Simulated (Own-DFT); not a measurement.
# Strain and stress in wurtzite GaN, 72 atoms (Ga36N36)

Calculated results; nothing here was measured. The program, named Own-DFT, is a retired in-house plane-wave density functional code that no person has reviewed. Each row is one single-point run on a periodic cell that was not relaxed, without spin or spin-orbit coupling.

Settings of every run: PBE; PseudoDojo norm-conserving scalar-relativistic files (stringent for Ga); cutoff 96 hartree; 4 x 4 x 3 k mesh centred on Gamma; Gaussian smearing of 0.01 eV.

Known limits: forces not confirmed at this smearing and k mesh; stress not checked against mesh or cutoff.

Unstrained cell vectors in Å: (9.567, 0.000, 0.000); (-4.784, 8.285, 0.000); (0.000, 0.000, 10.370). The unstrained cell has measured lattice constants (interpolated for alloys), not those of this functional. That, the random moves and any unrelaxed bonds set the pressure at no strain. Each run strains this cell uniformly, with the atoms carried along. Every atom was also moved at random, by a Gaussian of width 0.05 Å on each axis. Strain is the symmetric tensor, in per cent. Stress is positive in tension, and the pressure is minus a third of its trace.

| run | e_xx (%) | e_yy (%) | e_zz (%) | e_yz (%) | e_xz (%) | e_xy (%) | s_xx (GPa) | s_yy (GPa) | s_zz (GPa) | s_yz (GPa) | s_xz (GPa) | s_xy (GPa) | P (GPa) | E (meV/atom) |
|---|---|---|---|---|---|---|---|---|---|---|---|---|---|---|
| 1 | -0.65 | 0.50 | -1.80 | 0.93 | -1.76 | 1.69 | -10.92 | -7.96 | -16.87 | 2.38 | -3.72 | 5.32 | 11.92 | 35.5 |
| 2 | -1.74 | 0.37 | -1.13 | -1.66 | 1.99 | -1.79 | -16.90 | -7.23 | -15.08 | -2.36 | 5.50 | -5.97 | 13.07 | 40.7 |
| 3 | -1.77 | -1.35 | 0.30 | -1.15 | 0.95 | -0.18 | -17.90 | -15.43 | -7.71 | -1.96 | 2.37 | -0.83 | 13.68 | 36.1 |
| 4 | -0.18 | 0.06 | 0.67 | 0.56 | 1.43 | 1.05 | -8.09 | -7.21 | -3.98 | 1.65 | 2.59 | 2.78 | 6.43 | 9.2 |
| 5 | -1.10 | 0.01 | -0.76 | -1.62 | 1.08 | -1.11 | -13.19 | -8.87 | -10.71 | -2.60 | 2.53 | -3.42 | 10.92 | 17.5 |
| 6 | -0.90 | 1.66 | -1.66 | 0.52 | -0.32 | 1.58 | -9.49 | -2.05 | -15.49 | 0.85 | -0.48 | 3.07 | 9.01 | 12.2 |
| 7 | -1.80 | 1.84 | -0.93 | 0.97 | 1.27 | -1.54 | -14.24 | -1.19 | -11.78 | 2.05 | 2.74 | -5.08 | 9.07 | 11.2 |
| 8 | -1.29 | -1.90 | -0.46 | -1.26 | -1.93 | 0.85 | -17.67 | -18.45 | -10.67 | -2.14 | -3.94 | 2.67 | 15.60 | 45.8 |
| 9 | -1.15 | 1.35 | 1.91 | 1.99 | 0.34 | -0.25 | -9.00 | -2.79 | 0.74 | 3.88 | 0.58 | -2.60 | 3.68 | 20.1 |
| 10 | -1.00 | 1.73 | -1.21 | 1.44 | 1.46 | -1.51 | -10.56 | -4.10 | -12.32 | 2.73 | 2.21 | -5.10 | 8.99 | 36.4 |
| 11 | 0.49 | 0.51 | -1.36 | -1.90 | -1.56 | -0.41 | -5.73 | -4.87 | -12.50 | -3.60 | -2.30 | -0.77 | 7.70 | 10.7 |
| 12 | 0.41 | -1.95 | -1.56 | 1.42 | 0.25 | -1.53 | -9.83 | -15.56 | -17.03 | 3.85 | 0.92 | -5.33 | 14.14 | 35.1 |
| 13 | -0.08 | -1.98 | 1.90 | -1.68 | -0.01 | 1.83 | -9.80 | -15.37 | 0.17 | -3.20 | -0.24 | 6.80 | 8.33 | 21.4 |
| 14 | 1.05 | 1.26 | 0.34 | -1.68 | -0.69 | -1.17 | -0.82 | -1.11 | -5.18 | -3.70 | -1.33 | -3.11 | 2.37 | 0.0 |
| 15 | 0.61 | -0.11 | -1.95 | -0.40 | -1.95 | 1.44 | ? | ? | ? | ? | ? | ? | ? | ? |

E is the free energy for each atom above the lowest run shown.

## Worked fit

Each stress component was fitted by least squares to a constant and the strains of the runs shown, as fractions, with shears doubled. Shear strains stay in the fit of a normal stress only where such slopes are resolved. The slopes, in GPa:

| stress | at no strain | per e_xx | per e_yy | per e_zz | scatter |
|---|---|---|---|---|---|
| s_xx | -7.7 | 474 ± 15 | 166 ± 10 | 74 ± 11 | 0.50 |
| s_yy | -7.7 | 114 ± 32 | 422 ± 21 | 36 ± 23 | 1.03 |
| s_zz | -7.7 | 50 ± 28 | 52 ± 19 | 474 ± 21 | 0.92 |

Each shear stress against twice its own strain: yz 101 ± 3, xz 102 ± 8, xy 153 ± 10 GPa. These are stiffnesses along x, y and z of the frame in which the cell vectors are given, which need not be the crystal's axes. The atoms are held to the strained lattice; where symmetry lets them move under strain, relaxing them would lower some slopes. The table should be nearly symmetric about its diagonal, and what it lacks of that shows the noise. A ninth of its sum, 207 ± 6 GPa, estimates the bulk modulus near the mean pressure of these runs, 9.6 GPa, so it lies above the value at zero pressure.

## Withheld run

Question: what normal stresses and pressure should run 15 give?

The fit gives s_xx = -6.4, s_yy = -8.2, s_zz = -16.7 and P = 10.4 GPa. The calculation gave -8.00, -8.28, -15.82 and P = 10.70 GPa.
